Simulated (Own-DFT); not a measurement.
# What a defect does to the pressure of its cell: zincblende GaP

Source: density functional calculations with Own-DFT, an unreviewed in-house program that is no longer used. Nothing was measured or relaxed, and spin and spin-orbit coupling are left out.

Common settings: PBE; PseudoDojo norm-conserving scalar-relativistic files; cutoff 42 hartree; 2 x 3 x 3 k mesh centred on Gamma; Fermi-Dirac smearing of 0.1 eV.

Keep in mind (not all hold for every row): not probed for a lower state with spin; forces on such cells failed a check on a denser k mesh; forces on such cells moved up to 12 meV/angstrom on a denser k mesh; forces on such cells passed a denser k mesh, each cell not checked; stress not checked against mesh or cutoff.

All runs share one cell, with vectors in Å (16.352, 0.000, 0.000); (0.000, 10.901, 0.000); (0.000, 0.000, 10.901) and a volume of 1943.1 Å³. u is the rms random offset of the atoms per axis. The defect's site can differ from row to row.

| cell | formula | u (Å) | P (GPa) |
|---|---|---|---|
| no defect | Ga48P48 | 0.0197 | 2.71 |
| no defect | Ga48P48 | 0.0475 | 3.20 |
| no defect | Ga48P48 | 0.0511 | 3.23 |
| two P on a Ga site each | Ga46P50 | 0.0290 | 2.90 |
| two P on a Ga site each | Ga46P50 | 0.0491 | 3.33 |
| two P on a Ga site each | Ga46P50 | 0.0499 | 3.19 |
| one Ga on a P site and one P on a Ga site | Ga48P48 | 0.0300 | 2.95 |
| one Ga on a P site and one P on a Ga site | Ga48P48 | 0.0305 | 2.94 |
| one Ga on a P site and one P on a Ga site | Ga48P48 | 0.0494 | 3.39 |
| one Ga on a P site and one P on a Ga site | Ga48P48 | 0.0503 | ? |
| two P vacancies | Ga48P46 | 0.0284 | 2.46 |
| two P vacancies | Ga48P46 | 0.0306 | 2.43 |
| two P vacancies | Ga48P46 | 0.0491 | 2.59 |

## Analysis

P = P0 + c u² + a shift for each defect gives P0 = 2.67 GPa, c = 217 ± 30 GPa/Å² and a scatter of 0.08 GPa. The shifts, and each times the cell's volume:

- one Ga on a P site and one P on a Ga site: 0.12 ± 0.07 GPa, 1.4 eV (not resolved)
- two P on a Ga site each: 0.06 ± 0.07 GPa, 0.7 eV (0.4 eV for each of its 2 sites) (not resolved)
- two P vacancies: -0.47 ± 0.07 GPa, -5.7 eV (-2.9 eV for each of its 2 sites)

A positive shift means that the defect pushes the cell outwards. Shift times volume (160.2 GPa Å³ is 1 eV) depends little on the cell's size, so, taken for each site, it can be compared between cells at like pressure. The atoms around the defects weren't relaxed, which would change these numbers.

## The run left out

Question: what pressure belongs in the blank (one Ga on a P site and one P on a Ga site, u = 0.0503 Å)?

Estimate: 3.34 ± 0.10 GPa. DFT gave 3.42 GPa.
